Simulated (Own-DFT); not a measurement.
## Calculated data, GaP (zincblende, atoms displaced)

A calculation, not a measurement: plane-wave PBE density functional theory by an unreviewed code, no spin, of a simulated periodic cell, stress positive in tension, free energy of the whole cell less one offset for each atom, forces on such cells passed a denser k mesh, this cell's mesh not checked; offsets are fitted by least squares, one for each functional and potential file, so energies compare only between cells with the same atoms and settings and are not formation energies; the far tail of each file's local potential was reset to the Coulomb form; each entry is a single point on an unrelaxed cell, so the pressure reflects the starting lattice, mostly measured values (interpolated for alloys), from which strain is counted, and rises with the displacements; printed positions are rounded, which can move forces by about a meV/angstrom; the program, named Own-DFT, is a retired in-house code; no spin-orbit coupling. Program: Own-DFT development build.

Common to all runs: functional PBE; potential files PseudoDojo norm-conserving, scalar-relativistic, standard set; wave cutoff 42 hartree; occupations Fermi-Dirac; smearing width 0.1 eV; k mesh 2 x 3 x 3 centred on Gamma.

```json
{"entry": 1, "formula": "GaP", "kind": "zincblende, atoms displaced", "structure": {"cell_angstrom": [[16.3515, 0.0, 0.0], [0.0, 10.901, 0.0], [0.0, 0.0, 10.901]], "atoms_fractional": [["Ga", 0.00174, 0.97989, 0.02522], ["Ga", 0.98623, 0.25533, 0.26029], ["Ga", 0.16336, 0.99107, 0.25074], ["Ga", 0.17133, 0.25737, 0.01743], ["P", 0.09321, 0.12818, 0.11513], ["P", 0.09314, 0.39003, 0.3888], ["P", 0.23098, 0.11526, 0.38146], ["P", 0.25585, 0.37396, 0.13415], ["Ga", 0.01225, 0.99907, 0.49313], ["Ga", 0.00549, 0.2591, 0.73514], ["Ga", 0.16691, 0.97843, 0.7419], ["Ga", 0.15218, 0.27088, 0.51238], ["P", 0.0785, 0.12699, 0.63638], ["P", 0.09537, 0.38585, 0.88517], ["P", 0.24976, 0.10563, 0.87135], ["P", 0.24357, 0.36001, 0.62294], ["Ga", 0.01371, 0.48463, 0.00656], ["Ga", 0.98845, 0.76206, 0.24263], ["Ga", 0.18288, 0.49657, 0.23946], ["Ga", 0.15644, 0.76043, 0.01922], ["P", 0.08962, 0.65342, 0.14017], ["P", 0.09784, 0.89826, 0.37088], ["P", 0.25285, 0.63142, 0.34826], ["P", 0.24327, 0.86858, 0.13504], ["Ga", 0.00254, 0.5084, 0.49086], ["Ga", 0.00755, 0.7616, 0.75937], ["Ga", 0.16005, 0.49445, 0.74379], ["Ga", 0.16082, 0.73746, 0.51585], ["P", 0.07277, 0.62958, 0.63465], ["P", 0.07888, 0.88445, 0.90153], ["P", 0.2499, 0.62942, 0.87009], ["P", 0.2517, 0.89491, 0.5903], ["Ga", 0.33083, 0.99368, 0.99928], ["Ga", 0.34383, 0.28175, 0.25395], ["Ga", 0.49029, 0.97825, 0.26388], ["Ga", 0.50339, 0.25264, 0.99939], ["P", 0.41602, 0.13, 0.14879], ["P", 0.40585, 0.42029, 0.35003], ["P", 0.58227, 0.11781, 0.37394], ["P", 0.57208, 0.36934, 0.13273], ["Ga", 0.3314, 0.97371, 0.50197], ["Ga", 0.3268, 0.24516, 0.76682], ["Ga", 0.5029, 0.01038, 0.74159], ["Ga", 0.49347, 0.26993, 0.49617], ["P", 0.42082, 0.13626, 0.61641], ["P", 0.43167, 0.37261, 0.86831], ["P", 0.57587, 0.1104, 0.88207], ["P", 0.58819, 0.37187, 0.62838], ["Ga", 0.31552, 0.52113, 0.9999], ["Ga", 0.32404, 0.75072, 0.26137], ["Ga", 0.48415, 0.50175, 0.24376], ["Ga", 0.4997, 0.73888, 0.9777], ["P", 0.41956, 0.63581, 0.15113], ["P", 0.3981, 0.86576, 0.38951], ["P", 0.58935, 0.63069, 0.37098], ["P", 0.60094, 0.89038, 0.14465], ["Ga", 0.3187, 0.4645, 0.50141], ["Ga", 0.33012, 0.75617, 0.73003], ["Ga", 0.49689, 0.49467, 0.74736], ["Ga", 0.49162, 0.756, 0.50433], ["P", 0.4413, 0.61002, 0.646], ["P", 0.42095, 0.85482, 0.88901], ["P", 0.58122, 0.6349, 0.88436], ["P", 0.59229, 0.86391, 0.63801], ["Ga", 0.65382, 0.99517, 0.01424], ["Ga", 0.67282, 0.25233, 0.24256], ["Ga", 0.83526, 0.99961, 0.24524], ["Ga", 0.83394, 0.2494, 0.00762], ["P", 0.74333, 0.09552, 0.11457], ["P", 0.74634, 0.36502, 0.3784], ["P", 0.90576, 0.13266, 0.38621], ["P", 0.91703, 0.37713, 0.13114], ["Ga", 0.64806, 0.02958, 0.51371], ["Ga", 0.66904, 0.22918, 0.76649], ["Ga", 0.82098, 0.0148, 0.75481], ["Ga", 0.85083, 0.241, 0.49486], ["P", 0.73675, 0.1302, 0.60781], ["P", 0.75113, 0.37159, 0.86842], ["P", 0.90675, 0.1262, 0.881], ["P", 0.91841, 0.35232, 0.62013], ["Ga", 0.66991, 0.50828, 0.01435], ["Ga", 0.66124, 0.74874, 0.25599], ["Ga", 0.83186, 0.49932, 0.26537], ["Ga", 0.83247, 0.73462, 0.98288], ["P", 0.76716, 0.60726, 0.11584], ["P", 0.75658, 0.8732, 0.38419], ["P", 0.91719, 0.62294, 0.38544], ["P", 0.91356, 0.85952, 0.13904], ["Ga", 0.66103, 0.50981, 0.50346], ["Ga", 0.6734, 0.7551, 0.73485], ["Ga", 0.84381, 0.48998, 0.72954], ["Ga", 0.84175, 0.76915, 0.51127], ["P", 0.75364, 0.61596, 0.62417], ["P", 0.75566, 0.89118, 0.90021], ["P", 0.9189, 0.6318, 0.90089], ["P", 0.91252, 0.89505, 0.65033]]}, "results": {"free_energy_of_cell_above_offsets [eV]": "-16.366", "pressure [GPa]": 8.09, "stress_xx [GPa]": -8.34, "stress_yy [GPa]": -7.71, "stress_zz [GPa]": -8.22, "stress_yz [GPa]": 1.73, "stress_xz [GPa]": 0.99, "stress_xy [GPa]": 0.8, "force_element": ["Ga", "Ga", "Ga", "Ga", "P", "P", "P", "P", "Ga", "Ga", "Ga", "Ga", "P", "P", "P", "P", "Ga", "Ga", "Ga", "Ga", "P", "P", "P", "P", "Ga", "Ga", "Ga", "Ga", "P", "P", "P", "P", "Ga", "Ga", "Ga", "Ga", "P", "P", "P", "P", "Ga", "Ga", "Ga", "Ga", "P", "P", "P", "P", "Ga", "Ga", "Ga", "Ga", "P", "P", "P", "P", "Ga", "Ga", "Ga", "Ga", "P", "P", "P", "P", "Ga", "Ga", "Ga", "Ga", "P", "P", "P", "P", "Ga", "Ga", "Ga", "Ga", "P", "P", "P", "P", "Ga", "Ga", "Ga", "Ga", "P", "P", "P", "P", "Ga", "Ga", "Ga", "Ga", "P", "P", "P", "P"], "force_x [eV/angstrom]": [-1.99, 2.121, 2.73, 0.805, -2.53, -1.604, 2.21, 0.242, -1.969, -0.315, -0.5, 0.35, 1.577, -0.464, -0.839, 0.389, -1.722, 4.147, -3.072, 2.268, -2.055, -4.485, -3.417, 1.779, -0.191, -1.985, 1.469, 1.095, 0.62, 2.016, -2.148, -8.22, 0.962, -1.13, 0.856, -0.735, -0.097, -1.814, -2.375, 1.806, 5.407, 1.641, -0.734, 0.972, -1.736, -3.511, 0.904, -0.396, 3.095, 2.903, 7.319, -0.338, -1.926, 3.839, -2.868, -4.62, 1.48, 1.056, 5.593, 1.703, -6.587, -3.144, 3.798, -3.375, 0.772, -0.754, -0.947, -1.062, 2.284, 0.91, 5.101, -0.075, 0.207, -0.249, -0.512, -6.926, 3.51, 0.026, 2.259, 0.904, -1.254, 3.322, 0.187, -2.713, -1.453, -1.122, -0.549, -3.396, 0.591, 2.27, -0.874, -0.265, 0.622, -1.077, 4.211, 1.792], "force_y [eV/angstrom]": [3.02, -0.384, 3.869, -0.501, -1.023, 0.884, 1.927, -0.284, 0.878, -0.752, 1.314, -4.241, -1.107, -2.321, 1.0, 0.111, 2.564, -3.204, 1.459, 0.287, -4.509, -5.372, -3.53, 1.021, -0.92, 0.449, 1.397, 0.777, -0.724, -1.261, 1.644, -7.09, -0.366, -4.321, 1.086, -1.29, -0.576, -3.561, 1.999, 1.111, 10.22, 0.118, -1.719, 0.048, -1.117, -0.56, 1.002, 0.033, -1.453, 2.588, 1.517, 0.226, 2.61, -1.729, -1.068, -2.91, 3.518, -0.623, -3.935, -1.083, 5.896, 3.99, -3.168, 3.195, 0.864, -1.432, -0.404, -0.115, 4.08, 0.96, -6.334, 0.435, -4.114, 0.935, 0.494, 4.068, 1.274, 0.467, 0.068, 3.373, -1.2, 0.299, -0.591, 3.038, 1.526, 0.76, 1.601, 3.173, -1.078, -1.97, 0.586, -0.979, 1.035, -1.274, -3.618, -0.992], "force_z [eV/angstrom]": [0.354, 0.011, -4.024, -1.902, 2.144, -3.215, 0.747, -2.762, 1.064, 3.949, 0.813, -0.104, -1.032, -1.153, 0.461, 2.962, 1.662, 4.647, 1.168, -2.847, 1.447, 3.825, 6.156, -0.864, 0.997, 1.428, -0.036, -2.432, -0.06, -3.622, -1.679, 7.772, 1.36, 0.013, -0.231, 0.476, -1.683, 6.808, -1.845, 0.205, -3.478, -0.762, -0.02, -1.048, 0.449, 1.492, 0.448, 0.218, 1.507, -3.102, -1.968, 5.238, -4.268, -2.59, 0.842, 2.119, -0.861, 0.766, 3.852, 0.419, -5.924, -2.954, -2.544, -2.87, -4.188, -0.33, 1.102, -0.126, 1.674, 0.797, -5.649, -0.242, -0.034, -0.473, -0.068, 3.781, 2.376, 0.84, -0.179, -0.294, -1.247, -0.555, -0.016, 2.346, 1.517, -0.571, -0.78, -3.801, -0.122, 3.598, 2.103, 0.341, -0.312, -1.659, -4.342, -1.423]}}
{"entry": 2, "formula": "GaP", "kind": "zincblende, atoms displaced", "structure": {"cell_angstrom": [[16.3515, 0.0, 0.0], [0.0, 10.901, 0.0], [0.0, 0.0, 10.901]], "atoms_fractional": [["Ga", 0.99961, 0.03448, 0.01712], ["Ga", 0.99676, 0.2454, 0.22611], ["Ga", 0.15244, 0.97957, 0.24556], ["Ga", 0.17171, 0.24412, 0.98334], ["P", 0.08093, 0.14151, 0.12331], ["P", 0.08461, 0.36627, 0.34354], ["P", 0.25318, 0.10285, 0.38802], ["P", 0.25996, 0.36112, 0.12853], ["Ga", 0.01224, 0.02819, 0.50683], ["Ga", 0.98702, 0.28659, 0.7356], ["Ga", 0.18033, 0.97751, 0.75102], ["Ga", 0.17535, 0.27265, 0.48271], ["P", 0.09086, 0.15847, 0.61847], ["P", 0.07579, 0.37798, 0.86822], ["P", 0.2327, 0.13211, 0.88222], ["P", 0.23402, 0.37624, 0.62967], ["Ga", 0.00219, 0.48551, 0.99662], ["Ga", 0.01023, 0.74559, 0.25652], ["Ga", 0.16155, 0.49319, 0.27664], ["Ga", 0.17057, 0.76272, 0.01492], ["P", 0.08301, 0.62503, 0.11004], ["P", 0.07254, 0.84585, 0.36931], ["P", 0.25285, 0.62256, 0.37109], ["P", 0.24411, 0.8924, 0.13434], ["Ga", 0.99741, 0.51565, 0.49723], ["Ga", 0.99796, 0.73502, 0.73459], ["Ga", 0.16615, 0.51822, 0.74739], ["Ga", 0.15693, 0.7221, 0.50584], ["P", 0.07849, 0.63728, 0.63001], ["P", 0.08, 0.84711, 0.88832], ["P", 0.23617, 0.62614, 0.87604], ["P", 0.26857, 0.87359, 0.62782], ["Ga", 0.35478, 0.0137, 0.02284], ["Ga", 0.3268, 0.28361, 0.25291], ["Ga", 0.49325, 0.96871, 0.24811], ["Ga", 0.49315, 0.27687, 0.00194], ["P", 0.42419, 0.11916, 0.09862], ["P", 0.41541, 0.34352, 0.38548], ["P", 0.56991, 0.13731, 0.36678], ["P", 0.57844, 0.37786, 0.10528], ["Ga", 0.3347, 0.99409, 0.52091], ["Ga", 0.31545, 0.23986, 0.73435], ["Ga", 0.50443, 0.986, 0.75671], ["Ga", 0.51234, 0.25013, 0.51222], ["P", 0.42005, 0.10047, 0.63638], ["P", 0.42685, 0.37273, 0.8595], ["P", 0.57793, 0.13542, 0.8867], ["P", 0.58599, 0.35726, 0.63228], ["Ga", 0.33254, 0.50638, 0.98853], ["Ga", 0.3346, 0.7369, 0.25866], ["Ga", 0.49089, 0.52303, 0.24402], ["Ga", 0.5029, 0.73521, 0.00669], ["P", 0.4055, 0.61371, 0.14743], ["P", 0.41267, 0.88001, 0.36485], ["P", 0.58382, 0.62997, 0.3684], ["P", 0.5902, 0.87931, 0.09327], ["Ga", 0.31881, 0.48999, 0.47748], ["Ga", 0.32918, 0.75021, 0.72906], ["Ga", 0.51107, 0.49386, 0.72696], ["Ga", 0.51041, 0.76652, 0.49218], ["P", 0.41722, 0.61378, 0.64215], ["P", 0.41295, 0.89223, 0.87156], ["P", 0.59141, 0.61192, 0.87605], ["P", 0.58297, 0.88509, 0.63265], ["Ga", 0.6599, 0.98874, 0.98685], ["Ga", 0.66774, 0.2185, 0.2561], ["Ga", 0.83688, 0.00723, 0.24871], ["Ga", 0.85254, 0.26632, 0.9964], ["P", 0.74074, 0.10978, 0.12006], ["P", 0.75311, 0.38802, 0.38406], ["P", 0.93226, 0.1253, 0.38512], ["P", 0.91407, 0.36981, 0.12774], ["Ga", 0.6675, 0.00438, 0.50806], ["Ga", 0.65658, 0.25594, 0.77221], ["Ga", 0.83084, 0.96736, 0.76598], ["Ga", 0.83033, 0.24505, 0.51246], ["P", 0.74967, 0.1274, 0.62398], ["P", 0.76345, 0.37808, 0.87764], ["P", 0.90473, 0.12046, 0.85259], ["P", 0.90934, 0.35036, 0.62066], ["Ga", 0.65168, 0.49944, 0.98288], ["Ga", 0.66969, 0.72651, 0.25508], ["Ga", 0.82627, 0.49337, 0.25878], ["Ga", 0.82977, 0.73261, 0.98791], ["P", 0.76272, 0.62033, 0.12765], ["P", 0.74789, 0.86744, 0.37934], ["P", 0.91707, 0.64469, 0.3712], ["P", 0.91003, 0.86709, 0.12863], ["Ga", 0.67106, 0.48818, 0.52012], ["Ga", 0.64954, 0.74348, 0.75121], ["Ga", 0.84535, 0.51422, 0.74605], ["Ga", 0.82486, 0.76037, 0.49998], ["P", 0.74534, 0.61246, 0.61097], ["P", 0.75756, 0.88051, 0.88061], ["P", 0.91085, 0.62557, 0.86388], ["P", 0.91423, 0.8673, 0.62456]]}, "results": {"free_energy_of_cell_above_offsets [eV]": "-14.138", "pressure [GPa]": 8.81, "stress_xx [GPa]": -9.14, "stress_yy [GPa]": -8.07, "stress_zz [GPa]": -9.22, "stress_yz [GPa]": 0.13, "stress_xz [GPa]": -1.54, "stress_xy [GPa]": -0.97, "force_element": ["Ga", "Ga", "Ga", "Ga", "P", "P", "P", "P", "Ga", "Ga", "Ga", "Ga", "P", "P", "P", "P", "Ga", "Ga", "Ga", "Ga", "P", "P", "P", "P", "Ga", "Ga", "Ga", "Ga", "P", "P", "P", "P", "Ga", "Ga", "Ga", "Ga", "P", "P", "P", "P", "Ga", "Ga", "Ga", "Ga", "P", "P", "P", "P", "Ga", "Ga", "Ga", "Ga", "P", "P", "P", "P", "Ga", "Ga", "Ga", "Ga", "P", "P", "P", "P", "Ga", "Ga", "Ga", "Ga", "P", "P", "P", "P", "Ga", "Ga", "Ga", "Ga", "P", "P", "P", "P", "Ga", "Ga", "Ga", "Ga", "P", "P", "P", "P", "Ga", "Ga", "Ga", "Ga", "P", "P", "P", "P"], "force_x [eV/angstrom]": [-2.676, -1.086, -0.719, -4.087, 3.827, -2.921, -0.987, -4.763, 0.66, 5.259, -2.272, -1.104, 0.127, 1.55, 5.53, 1.671, -1.034, -4.233, 2.52, 0.124, 0.247, 4.515, -2.415, 3.181, -0.528, -2.332, -1.604, 2.686, 0.984, -0.628, 2.569, -5.61, -8.783, 3.026, 2.768, -0.638, 6.89, 0.866, 0.204, 1.347, 1.625, 1.577, -0.113, -2.839, 0.243, -2.75, -0.311, 1.495, 0.228, -1.044, 3.797, -1.084, -1.627, -1.604, -1.076, -2.902, 2.523, 2.751, -0.903, -1.411, -0.268, -0.791, -4.759, 0.836, 2.58, 0.646, -0.324, -2.867, 1.701, -1.307, -2.94, 0.769, -0.016, 3.047, 2.871, -0.921, -0.828, -1.852, 2.27, -2.38, 5.7, 1.637, 2.3, 0.359, -2.503, -1.317, -1.126, 1.332, -2.252, 2.811, -3.095, 1.034, 1.877, -4.845, 3.218, 0.7], "force_y [eV/angstrom]": [-3.419, 0.397, 1.778, 4.92, -1.001, -1.743, 1.701, 4.052, -2.476, -5.021, 0.852, -2.445, -1.263, -0.269, -5.37, 1.614, 1.694, -3.409, 3.205, -0.928, -0.759, 5.446, 0.651, -1.49, -1.453, 3.176, -1.598, 3.019, -4.333, 2.599, 1.481, -0.311, -7.189, -5.902, 3.184, -2.636, 7.68, 3.039, -2.845, 1.142, 1.844, -0.352, 2.038, -1.926, 2.827, 1.09, -1.165, 1.751, -1.078, 3.088, -4.255, 0.638, 1.879, -2.02, -1.821, -4.037, -1.784, -3.171, 0.554, -0.778, 0.84, -3.153, 3.457, -0.981, 3.467, 2.322, -0.599, -3.176, 0.777, -3.262, 1.306, 2.769, 0.207, -0.794, 3.342, -1.126, -0.939, 0.777, 1.405, 7.118, -3.731, 2.273, 1.255, 1.74, -0.612, 1.911, -1.91, 0.451, -1.345, 0.688, -3.061, -1.379, 3.102, -3.905, 0.564, 1.109], "force_z [eV/angstrom]": [-2.801, 2.783, 2.043, 4.521, 0.057, 3.62, -1.363, -5.232, 1.084, 4.779, 0.979, -1.124, 1.077, -0.509, -4.383, -0.365, 0.688, -5.883, -4.309, -0.363, 1.808, 5.341, 0.617, -1.082, -0.704, 3.259, -0.042, -2.559, -0.527, -1.73, 0.963, -1.861, -5.929, 3.482, -3.163, -0.633, 7.581, 0.616, 0.361, 3.847, -3.242, 1.197, 1.407, -0.429, -0.265, -1.187, -0.292, -0.559, -0.247, -0.326, 2.687, -0.668, -5.123, 2.975, 1.877, 5.163, 2.759, 4.691, 2.139, 0.365, -2.956, 0.931, -3.249, -1.226, -2.125, -0.618, 0.548, -2.141, -0.212, 0.301, -2.333, 1.606, -1.299, 0.164, -4.628, -3.126, 1.923, -0.581, 1.648, -3.339, 3.766, -1.954, -0.633, 1.09, -0.535, -1.309, 0.444, -0.518, -2.336, -0.749, -2.39, 0.618, 3.027, 2.547, 1.906, -0.126]}}
{"entry": 3, "formula": "GaP", "kind": "zincblende, atoms displaced", "structure": {"cell_angstrom": [[16.3515, 0.0, 0.0], [0.0, 10.901, 0.0], [0.0, 0.0, 10.901]], "atoms_fractional": [["Ga", 0.00752, 0.97783, 0.01425], ["Ga", 0.0033, 0.23823, 0.25634], ["Ga", 0.16857, 0.99669, 0.23643], ["Ga", 0.17245, 0.25982, 0.98739], ["P", 0.09484, 0.13189, 0.13304], ["P", 0.08901, 0.38041, 0.36934], ["P", 0.25178, 0.1361, 0.37953], ["P", 0.24142, 0.38366, 0.10896], ["Ga", 0.00511, 0.01637, 0.49305], ["Ga", 0.99938, 0.25511, 0.75952], ["Ga", 0.17852, 0.99717, 0.76554], ["Ga", 0.18037, 0.24987, 0.47568], ["P", 0.06818, 0.1217, 0.61431], ["P", 0.08973, 0.37846, 0.88513], ["P", 0.24294, 0.11927, 0.88385], ["P", 0.25559, 0.37488, 0.63164], ["Ga", 0.98696, 0.48705, 0.00811], ["Ga", 0.99867, 0.75945, 0.2265], ["Ga", 0.1598, 0.48483, 0.2526], ["Ga", 0.17991, 0.73274, 0.99291], ["P", 0.07834, 0.62907, 0.11297], ["P", 0.07977, 0.85786, 0.36503], ["P", 0.26122, 0.61217, 0.38696], ["P", 0.252, 0.91005, 0.14279], ["Ga", 0.00951, 0.4909, 0.5082], ["Ga", 0.00519, 0.76157, 0.74641], ["Ga", 0.16511, 0.5097, 0.76398], ["Ga", 0.16989, 0.73457, 0.50167], ["P", 0.08194, 0.63539, 0.60944], ["P", 0.07741, 0.88454, 0.86824], ["P", 0.26478, 0.61323, 0.89354], ["P", 0.24977, 0.86525, 0.63701], ["Ga", 0.3195, 0.01061, 0.99846], ["Ga", 0.34223, 0.24749, 0.23706], ["Ga", 0.50297, 0.00092, 0.23944], ["Ga", 0.49735, 0.2364, 0.03727], ["P", 0.41419, 0.15818, 0.12906], ["P", 0.41364, 0.37179, 0.34264], ["P", 0.58015, 0.12114, 0.38931], ["P", 0.57212, 0.37038, 0.12261], ["Ga", 0.3377, 0.02553, 0.50031], ["Ga", 0.323, 0.24777, 0.74593], ["Ga", 0.49805, 0.01108, 0.72701], ["Ga", 0.4842, 0.23614, 0.5202], ["P", 0.41457, 0.14356, 0.6266], ["P", 0.41984, 0.37234, 0.84783], ["P", 0.59387, 0.13424, 0.89358], ["P", 0.58789, 0.37223, 0.63289], ["Ga", 0.32882, 0.49747, 0.99857], ["Ga", 0.33289, 0.749, 0.22999], ["Ga", 0.49162, 0.53346, 0.25024], ["Ga", 0.50466, 0.75831, 0.99749], ["P", 0.4053, 0.62446, 0.13423], ["P", 0.4147, 0.86879, 0.38337], ["P", 0.57491, 0.62307, 0.36649], ["P", 0.59214, 0.88801, 0.12195], ["Ga", 0.33394, 0.50361, 0.5067], ["Ga", 0.32952, 0.76686, 0.76262], ["Ga", 0.49107, 0.51075, 0.74868], ["Ga", 0.49235, 0.75396, 0.48772], ["P", 0.42559, 0.61904, 0.61929], ["P", 0.39943, 0.86517, 0.89565], ["P", 0.58388, 0.62793, 0.85511], ["P", 0.59163, 0.89051, 0.65584], ["Ga", 0.66153, 0.99437, 0.00151], ["Ga", 0.68002, 0.25213, 0.28566], ["Ga", 0.83461, 0.99908, 0.25976], ["Ga", 0.82043, 0.23588, 0.98637], ["P", 0.74523, 0.14077, 0.11462], ["P", 0.74482, 0.38319, 0.38094], ["P", 0.91839, 0.10675, 0.38472], ["P", 0.9087, 0.36406, 0.11961], ["Ga", 0.66754, 0.00063, 0.48017], ["Ga", 0.65815, 0.23894, 0.73135], ["Ga", 0.82438, 0.02153, 0.76003], ["Ga", 0.83984, 0.25963, 0.513], ["P", 0.76433, 0.14596, 0.64138], ["P", 0.74824, 0.36906, 0.88231], ["P", 0.91765, 0.11848, 0.87681], ["P", 0.9082, 0.38579, 0.62887], ["Ga", 0.68382, 0.49861, 0.99496], ["Ga", 0.64215, 0.7558, 0.23519], ["Ga", 0.84277, 0.51369, 0.22925], ["Ga", 0.8415, 0.76461, 0.00426], ["P", 0.7617, 0.61217, 0.123], ["P", 0.75342, 0.86135, 0.38317], ["P", 0.9261, 0.61679, 0.38994], ["P", 0.92706, 0.88409, 0.12893], ["Ga", 0.66758, 0.48166, 0.50497], ["Ga", 0.65504, 0.75645, 0.73784], ["Ga", 0.82208, 0.49847, 0.75713], ["Ga", 0.84767, 0.75312, 0.50895], ["P", 0.77611, 0.6505, 0.63659], ["P", 0.75908, 0.85551, 0.8861], ["P", 0.92842, 0.62071, 0.8604], ["P", 0.92199, 0.85499, 0.60984]]}, "results": {"free_energy_of_cell_above_offsets [eV]": "-15.997", "pressure [GPa]": 8.72, "stress_xx [GPa]": -9.03, "stress_yy [GPa]": -8.66, "stress_zz [GPa]": -8.46, "stress_yz [GPa]": 1.41, "stress_xz [GPa]": -0.3, "stress_xy [GPa]": 1.01, "force_element": ["Ga", "Ga", "Ga", "Ga", "P", "P", "P", "P", "Ga", "Ga", "Ga", "Ga", "P", "P", "P", "P", "Ga", "Ga", "Ga", "Ga", "P", "P", "P", "P", "Ga", "Ga", "Ga", "Ga", "P", "P", "P", "P", "Ga", "Ga", "Ga", "Ga", "P", "P", "P", "P", "Ga", "Ga", "Ga", "Ga", "P", "P", "P", "P", "Ga", "Ga", "Ga", "Ga", "P", "P", "P", "P", "Ga", "Ga", "Ga", "Ga", "P", "P", "P", "P", "Ga", "Ga", "Ga", "Ga", "P", "P", "P", "P", "Ga", "Ga", "Ga", "Ga", "P", "P", "P", "P", "Ga", "Ga", "Ga", "Ga", "P", "P", "P", "P", "Ga", "Ga", "Ga", "Ga", "P", "P", "P", "P"], "force_x [eV/angstrom]": [1.3, -0.775, -4.456, -0.934, -1.19, -2.284, 2.735, 1.362, -0.224, -0.239, -2.79, -3.75, 4.447, -2.233, 1.024, -2.322, 1.489, 1.319, 2.069, -2.106, 0.94, 1.497, -2.378, 4.01, -0.936, -0.505, 0.347, 1.124, 0.082, 2.496, -2.585, -0.484, 2.882, -6.689, -1.016, 5.475, -2.017, 1.472, -0.966, 2.828, -0.462, 0.686, -0.427, 5.755, -4.385, -1.148, -2.415, -2.947, 4.014, -2.056, -0.071, -0.45, 1.581, -1.529, 2.307, -3.737, 1.891, 0.426, 2.146, 2.245, -1.902, 2.452, 0.099, -1.69, 3.717, -3.082, -1.066, 2.903, -1.11, 4.414, -1.829, 0.221, 1.256, 1.233, 1.364, -0.329, -2.435, -0.396, 0.981, 2.455, -3.008, 3.756, 2.011, 1.827, -2.899, -0.654, -0.603, -4.499, -0.334, 4.538, 1.169, -2.072, -4.829, -2.922, -1.103, 2.921], "force_y [eV/angstrom]": [3.702, 0.585, 2.182, -1.151, 0.162, -2.862, -3.436, -0.833, -5.493, 0.096, -1.056, 3.295, 2.955, 0.352, 2.628, 1.002, 1.218, -2.964, 3.594, 2.015, -1.075, 1.805, 1.837, -5.621, -0.288, -1.206, 0.159, 1.468, -1.35, -0.918, 3.201, 1.638, -0.514, 3.144, 0.535, 3.503, -10.21, 1.859, 1.083, 3.221, -2.252, -0.227, 0.34, 5.703, -4.612, -1.1, -0.081, 1.006, -3.408, 2.236, -4.124, -0.887, -0.329, 2.664, 1.196, -0.027, -2.178, -3.012, -1.081, -1.203, 2.252, 2.412, -0.654, 2.512, 1.054, -2.273, -0.046, 0.656, -2.474, 1.152, 3.381, -1.576, -0.954, -0.3, -3.634, -0.585, -0.543, -0.374, 0.14, 0.394, 0.398, -2.907, -1.887, -2.528, 4.049, 0.081, 0.421, 0.299, 2.689, -3.164, 0.336, -2.215, -1.694, 2.878, -0.042, 5.851], "force_z [eV/angstrom]": [-1.427, -0.103, 5.399, 1.247, -1.704, 2.26, -3.896, 2.052, -0.699, -0.697, -2.353, 4.145, 3.187, -1.149, -1.362, -1.237, -1.152, 2.784, -2.303, 1.133, 0.462, 0.776, -2.822, -3.502, -0.118, -0.57, -1.22, -1.711, 3.145, 0.43, -4.995, -1.883, 1.271, 3.538, 1.462, -7.056, -0.806, 4.09, -1.243, 1.87, -0.091, 1.751, 3.223, -6.256, 4.614, 3.118, -1.378, -0.89, 1.874, 3.055, -0.92, -0.119, -3.853, -2.364, 2.368, -0.596, 0.414, -0.838, 0.344, 2.053, -0.714, 0.332, 2.495, -5.207, -1.936, -3.176, -1.13, -0.241, 3.302, 0.108, -1.465, 0.855, 2.392, 2.44, 0.921, -2.146, -2.361, -2.963, 1.169, 0.956, 0.833, 2.701, 3.818, 0.826, -1.43, -1.273, -2.548, 0.56, 0.943, 1.967, 0.572, -4.503, 0.7, -2.123, 1.264, 3.309]}}
```
